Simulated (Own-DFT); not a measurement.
# What random displacements cost in 4H SiC, 72 atoms (C36Si36)

All numbers below are calculated, not measured. They come from Own-DFT, an in-house plane-wave density functional program, since retired, whose code no person has reviewed. Each row is one single-point run on a periodic cell that was not relaxed, without spin or spin-orbit coupling.

Settings of every run: PBE; PseudoDojo norm-conserving scalar-relativistic files; cutoff 42 hartree; 4 x 4 x 3 k mesh centred on Gamma; Fermi-Dirac smearing of 0.1 eV.

Known limits, some of them of some rows only: some atoms lie very close together; forces on such cells passed a denser k mesh, each cell not checked; stress not checked against mesh or cutoff.

Cell vectors in Å: (9.248, 0.000, 0.000); (-4.624, 8.009, 0.000); (0.000, 0.000, 10.068). In each run every atom was moved at random and independently from its ideal site; u is the rms move along one axis. E is the free energy for each atom above the fitted value at u = 0, and F the rms of the force components.

```
run,u (Å),E (meV/atom),F (eV/Å),largest force (eV/Å),P (GPa)
1,0.0295,35.3,0.892,4.13,3.76
2,0.0307,37.1,0.895,2.81,3.75
3,0.0566,129.6,1.803,7.11,6.13
4,0.0603,149.8,1.913,7.20,6.39
5,0.0628,153.9,1.973,7.44,6.77
6,0.1044,?,?,?,?
7,0.1074,460.4,3.611,12.45,14.26
```

## Worked fit

For small independent moves the energy grows as E = (3/2) K u², with K the mean stiffness felt by one atom. The runs with u up to 0.11 Å give K = 26.7 ± 0.4 eV/Å², with residuals divided by u² + 0.0006 Å², since the noise grows with the moves. The scatter is 2.2 meV/atom at u = 0.05 Å. The forces follow F = G u with G = 31.4 eV/Å²; no force at u = 0 is resolved. G exceeds K because the moves of its neighbours add to the force on an atom, and stiffness differs between atoms. The pressure follows P = 2.87 + 987 u² GPa: at fixed volume, shortened bonds push harder than stretched ones pull.

## Withheld run

Question: what energy and rms force should run 6 give?

The fit gives 436 ± 10 meV/atom and about 3.28 eV/Å. The calculation gave 424.2 meV/atom and 3.747 eV/Å.
